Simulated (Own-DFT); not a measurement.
# Around an empty site: 2H SiC, 71 atoms (C35Si36), with one C vacancy

All numbers below are calculated, not measured. The program, named Own-DFT, is a retired in-house plane-wave density functional code that no person has reviewed. Each row is one single-point run on a periodic cell that was not relaxed, without spin or spin-orbit coupling.

Settings of every run: PBE; PseudoDojo norm-conserving scalar-relativistic files; cutoff 42 hartree; 4 x 4 x 3 k mesh centred on Gamma; Fermi-Dirac smearing of 0.1 eV.

Known limits: not probed for a lower state with spin; forces on such cells moved up to 12 meV/angstrom on a denser k mesh; stress not checked against mesh or cutoff.

Cell vectors in Å: (9.248, 0.000, 0.000); (-4.624, 8.009, 0.000); (0.000, 0.000, 10.068). Every atom was also moved at random, by a Gaussian of width 0.03 Å on each axis. The defect's site can differ from row to row. The empty site has 4 nearest neighbours, all Si. For each, d is its distance from the empty site and R the part of its force along the line away from it, positive outwards. The last column is the rms force component on atoms over 4.5 Å away.

| run | d1 (Å) | d2 (Å) | d3 (Å) | d4 (Å) | R1 (eV/Å) | R2 (eV/Å) | R3 (eV/Å) | R4 (eV/Å) | far F (eV/Å) |
|---|---|---|---|---|---|---|---|---|---|
| 1 | 1.867 | 1.869 | 1.885 | 1.913 | 0.11 | -0.55 | -0.39 | -0.71 | 0.82 |
| 2 | 1.854 | 1.863 | 1.877 | 1.897 | -0.13 | -0.08 | -0.18 | -0.27 | 0.84 |
| 3 | 1.855 | 1.893 | 1.932 | 1.980 | 0.00 | -0.75 | -0.96 | -1.21 | 0.64 |
| 4 | 1.845 | 1.862 | 1.913 | 1.926 | -0.06 | -0.06 | -0.57 | -1.03 | 0.75 |
| 5 | 1.877 | 1.885 | 1.891 | 1.908 | -0.26 | -0.47 | -0.42 | -0.56 | 0.98 |
| 6 | 1.902 | 1.902 | 1.922 | 1.931 | -0.42 | -0.64 | -0.82 | -0.71 | 0.77 |
| 7 | 1.835 | 1.856 | 1.866 | 1.908 | 0.23 | -0.20 | -0.07 | -0.38 | 0.86 |
| 8 | 1.856 | 1.876 | 1.881 | 1.893 | -0.08 | -0.45 | -0.37 | -0.66 | 0.87 |
| 9 | 1.829 | 1.883 | 1.900 | 1.941 | ? | ? | ? | ? | ? |

## Worked fit

A straight line through the 32 neighbours shown gives R = -0.41 - 9.9 (d - 1.888) eV/Å, with a scatter of 0.15 left by the moves of the other atoms. The slope, with an error of 0.9, is the pull back towards the neighbour's own site. The constant, -0.41 ± 0.03 eV/Å, is the force at the mean distance: with one bond gone, the neighbours are pushed inwards, towards the empty site. It shows how a relaxation would start, not where it would end, and it depends somewhat on the width of the random moves.

## Withheld run

Question: what mean R should the neighbours of run 9 feel? Their mean d is 1.888 Å.

The line gives -0.41 ± 0.06 eV/Å, by the scatter of the means of the runs shown. The calculation gave R = 0.24, -0.67, -0.69, -1.14, a mean of -0.57 eV/Å.
